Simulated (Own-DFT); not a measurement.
Si12O23 (quartz with two neutral oxygen vacancies, atoms displaced) (calculated)

All values are calculated (Own-DFT development build). A calculation, not a measurement: plane-wave PBE and HSE06 DFT by an unreviewed code, no spin, of a simulated cell at Gamma alone, so results move with cell size and shape, stress positive in tension, energies less offsets, not probed for a lower state with spin; oxygen file: force components 24 meV/angstrom off all-electron in a glass; k mesh not checked against a denser one; forces and stress are PBE's, HSE06 gives the energy alone, and its difference from PBE has offsets of its own; offsets are fitted by least squares, one for each functional and potential file, so energies compare only between cells with the same atoms and settings and are not formation energies; the far tail of each file's local potential was reset to the Coulomb form; each entry is a single point on an unrelaxed cell, so the pressure reflects the starting lattice, mostly measured values (interpolated for alloys), from which strain is counted, and rises with the displacements; printed positions are rounded, which can move forces by about a meV/angstrom; the program, named Own-DFT, is a retired in-house code; no spin-orbit coupling.

Entry: Si12O23 (quartz with two neutral oxygen vacancies, atoms displaced)

```cif
# cell vector a (Å): 9.8268 0.0000 0.0000
# cell vector b (Å): -4.9134 8.5103 0.0000
# cell vector c (Å): 0.0000 0.0000 10.8104
data_Si12O23
_symmetry_space_group_name_H-M 'P 1'
_symmetry_Int_Tables_number 1
_cell_length_a 9.8268
_cell_length_b 9.8268
_cell_length_c 10.8104
_cell_angle_alpha 90.000
_cell_angle_beta 90.000
_cell_angle_gamma 120.000
_cell_volume 904.06
loop_
_atom_site_label
_atom_site_type_symbol
_atom_site_fract_x
_atom_site_fract_y
_atom_site_fract_z
_atom_site_occupancy
Si1 Si 0.22911 0.99074 0.00310 1
Si2 Si 0.00117 0.23596 0.33962 1
Si3 Si 0.26329 0.25146 0.17072 1
O1 O 0.21291 0.13654 0.05952 1
O2 O 0.42936 0.29260 0.22107 1
O3 O 0.07127 0.37334 0.43375 1
O4 O 0.13498 0.20602 0.26437 1
O5 O 0.29500 0.42175 0.10644 1
Si4 Si 0.23933 0.00113 0.50563 1
Si5 Si 0.00695 0.23789 0.83590 1
Si6 Si 0.26637 0.26366 0.66646 1
O6 O 0.20074 0.13990 0.56608 1
O7 O 0.43667 0.30012 0.72772 1
O8 O 0.36917 0.07323 0.90367 1
O9 O 0.06577 0.36731 0.94815 1
O10 O 0.13161 0.21318 0.77803 1
O11 O 0.29041 0.42393 0.61046 1
Si7 Si 0.23539 0.49770 0.99837 1
Si8 Si 0.99188 0.72255 0.32953 1
Si9 Si 0.26436 0.76412 0.16625 1
O12 O 0.20187 0.63280 0.06099 1
O13 O 0.41795 0.78700 0.21693 1
O14 O 0.35883 0.57130 0.39344 1
O15 O 0.06730 0.86198 0.44867 1
O16 O 0.13922 0.70715 0.26980 1
O17 O 0.30381 0.92640 0.10866 1
Si10 Si 0.23709 0.50468 0.50186 1
Si11 Si 0.99049 0.73032 0.83745 1
Si12 Si 0.25721 0.75486 0.67046 1
O18 O 0.20136 0.63255 0.54884 1
O19 O 0.41962 0.78857 0.73053 1
O20 O 0.37138 0.57074 0.89183 1
O21 O 0.07282 0.86733 0.94416 1
O22 O 0.13266 0.71221 0.77715 1
O23 O 0.28891 0.92372 0.61222 1
Si13 Si 0.73844 0.99957 0.00169 1
Si14 Si 0.49642 0.23032 0.33623 1
Si15 Si 0.77337 0.26978 0.16900 1
O24 O 0.70661 0.13875 0.06032 1
O25 O 0.92409 0.29020 0.22894 1
O26 O 0.86575 0.08014 0.39759 1
O27 O 0.58537 0.37777 0.43698 1
O28 O 0.79994 0.42404 0.11460 1
Si16 Si 0.73303 0.99324 0.49920 1
Si17 Si 0.49765 0.23496 0.83153 1
Si18 Si 0.75879 0.26033 0.66526 1
O29 O 0.69367 0.12461 0.55781 1
O30 O 0.92472 0.29186 0.72323 1
O31 O 0.87040 0.07519 0.89832 1
O32 O 0.57097 0.36337 0.94759 1
O33 O 0.62568 0.20722 0.77899 1
O34 O 0.79187 0.41701 0.60775 1
Si19 Si 0.72824 0.48983 0.99980 1
Si20 Si 0.50841 0.74158 0.32909 1
Si21 Si 0.76138 0.75937 0.16236 1
O35 O 0.70544 0.63089 0.06864 1
O36 O 0.92292 0.79608 0.22286 1
O37 O 0.87503 0.57430 0.38733 1
O38 O 0.57859 0.86815 0.44165 1
O39 O 0.63253 0.70040 0.27444 1
O40 O 0.79362 0.93517 0.10506 1
Si22 Si 0.72782 0.49559 0.50327 1
Si23 Si 0.50484 0.73835 0.83139 1
Si24 Si 0.77174 0.76645 0.67016 1
O41 O 0.70693 0.63770 0.56399 1
O42 O 0.92819 0.79270 0.72153 1
O43 O 0.85659 0.56636 0.88982 1
O44 O 0.57401 0.86063 0.94045 1
O45 O 0.62874 0.70210 0.77935 1
O46 O 0.79511 0.93925 0.61457 1
```

Here we set first functional PBE, second functional HSE06, exact exchange share 0.25, screening 0.11 1/bohr, exchange divergence Gygi-Baldereschi, potential files PseudoDojo norm-conserving, scalar-relativistic, made for PBE, standard set, wave cutoff 48 hartree, occupations fixed and k mesh 1 x 1 x 1 centred on Gamma.

The calculation gives: PBE energy of cell above offsets -17.157 eV; HSE06 less PBE above offsets 0.284 eV; PBE pressure 8.16 GPa; PBE stress xx -9.19 GPa; PBE stress yy -8.33 GPa; PBE stress zz -6.95 GPa; PBE stress yz -2.13 GPa; PBE stress xz -1.4 GPa; PBE stress xy -1.68 GPa.

Force:
```tsv
element	x (eV/Å)	y (eV/Å)	z (eV/Å)
Si	2.421	3.191	1.815
Si	1.334	-0.192	-3.335
Si	0.261	4.625	-3.513
O	0.083	-2.825	-1.887
O	1.875	0.076	1.789
O	0.815	1.491	2.142
O	-4.717	-1.546	5.06
O	-0.198	-0.12	-0.209
Si	-1.376	1.281	-2.638
Si	-5.712	0.652	1.428
Si	-0.263	2.527	3.959
O	1.053	-4.189	-3.081
O	-2.898	0.418	-2.117
O	0.192	0.61	-1.656
O	-0.197	-0.586	-1.157
O	5.395	-0.49	-2.318
O	-0.674	1.618	-0.755
Si	0.71	0.857	1.884
Si	2.655	7.651	-1.84
Si	-1.341	-1.035	-2.388
O	0.555	-1.408	-1.632
O	6.513	0.621	3.751
O	2.473	2.586	-2.057
O	0.523	-0.318	-1.409
O	-3.441	-0.663	2.761
O	-1.809	1.863	-1.196
Si	0.397	-3.113	-0.551
Si	1.46	1.314	-0.533
Si	-0.049	0.943	-2.097
O	-1.658	2.701	3.066
O	0.057	0.279	-0.925
O	-0.647	-0.172	0.082
O	-2.262	-2.888	-1.582
O	-0.986	-1.07	0.958
O	0.937	-0.504	1.047
Si	-4.058	1.904	-2.191
Si	1.426	-1.432	-0.574
Si	-2.795	-4.107	1.09
O	0.405	-1.165	-0.586
O	2.747	0.139	1.532
O	0.641	-1.156	-0.384
O	-3.637	-3.67	-2.387
O	-2.616	4.689	-3.162
Si	0.212	3.689	2.37
Si	-1.451	-1.225	4.588
Si	1.127	-3.359	1.779
O	-0.109	0.334	0.403
O	0.59	-0.391	1.011
O	0.682	0.391	-1.226
O	-1.76	-2.047	-1.509
O	4.371	-0.341	-2.386
O	-2.055	3.806	-2.088
Si	1.511	2.072	3.383
Si	-3.54	-2.303	0.067
Si	-1.252	4.826	2.694
O	0.983	-4.572	-4.676
O	2.199	-0.059	1.351
O	-3.521	-6.516	4.632
O	-2.04	-2.92	-2.125
O	0.419	0.305	-0.291
O	3.104	-3.81	4.21
Si	4.804	4.478	1.458
Si	-2.536	-1.608	1.694
Si	-5.033	1.457	-0.265
O	0.581	-1.501	-1.366
O	2.867	0.406	2.13
O	-0.032	-0.074	0.196
O	0.218	1.879	1.272
O	4.475	0.225	-2.806
O	1.594	-2.526	1.3
```
